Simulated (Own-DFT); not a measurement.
# What a defect does to the pressure of its cell: zincblende GaAs

Calculated, not measured: single-point runs of Own-DFT, a retired in-house plane-wave DFT program that no person has reviewed, on unrelaxed cells, without spin or spin-orbit coupling.

All runs used: PBE; PseudoDojo norm-conserving scalar-relativistic files; cutoff 42 hartree; 3 x 3 x 3 k mesh centred on Gamma; Fermi-Dirac smearing of 0.1 eV.

Caveats (not all hold for every row): not probed for a lower state with spin; forces on such cells failed a check on a denser k mesh; forces not confirmed at this smearing and k mesh; forces on such cells passed a denser k mesh, each cell not checked; stress not checked against mesh or cutoff.

All runs share one cell, with vectors in Å (11.307, 0.000, 0.000); (0.000, 11.307, 0.000); (0.000, 0.000, 11.307) and a volume of 1445.4 Å³. Atoms were moved at random from their sites; u is the rms move along one axis. The defect's site can differ from row to row.

```
cell,formula,u (Å),P (GPa)
no defect,As32Ga32,0.0173,3.50
no defect,As32Ga32,0.0467,3.88
no defect,As32Ga32,0.0508,3.99
one Al on a Ga site,AlAs32Ga31,0.0488,3.86
one Al on a Ga site,AlAs32Ga31,0.0489,3.93
one Al on a Ga site,AlAs32Ga31,0.0545,4.12
two Ga vacancies,As32Ga30,0.0266,2.96
two Ga vacancies,As32Ga30,0.0296,2.93
two Ga vacancies,As32Ga30,0.0302,2.87
two As on a Ga site each,As34Ga30,0.0316,4.79
two As on a Ga site each,As34Ga30,0.0333,4.78
two As on a Ga site each,As34Ga30,0.0340,4.84
one As on a Ga site and one Ga on an As site,As32Ga32,0.0323,?
one As on a Ga site and one Ga on an As site,As32Ga32,0.0325,3.98
one As on a Ga site and one Ga on an As site,As32Ga32,0.0463,4.19
one As on a Ga site and one Ga on an As site,As32Ga32,0.0528,4.39
```

## Worked fit

P = P0 + c u² + a shift for each defect gives P0 = 3.42 GPa, c = 222 ± 22 GPa/Å² and a scatter of 0.05 GPa. The shifts, and each times the cell's volume:

- two As on a Ga site each: 1.15 ± 0.04 GPa, 10.3 eV (5.2 eV for each of its 2 sites)
- one As on a Ga site and one Ga on an As site: 0.33 ± 0.04 GPa, 2.9 eV
- one Al on a Ga site: -0.02 ± 0.04 GPa, -0.2 eV (not resolved)
- two Ga vacancies: -0.68 ± 0.04 GPa, -6.1 eV (-3.1 eV for each of its 2 sites)

Positive is outwards. The product with the volume (160.2 GPa Å³ to the eV) is nearly free of the cell's size; divided by the bulk modulus at the cell's pressure it gives the volume that the defect adds. The atoms around the defects weren't relaxed, which would change these numbers.

## Prediction

Question: what pressure belongs in the blank (one As on a Ga site and one Ga on an As site, u = 0.0323 Å)?

The fit gives 3.98 ± 0.06 GPa. DFT gave 3.96 GPa.
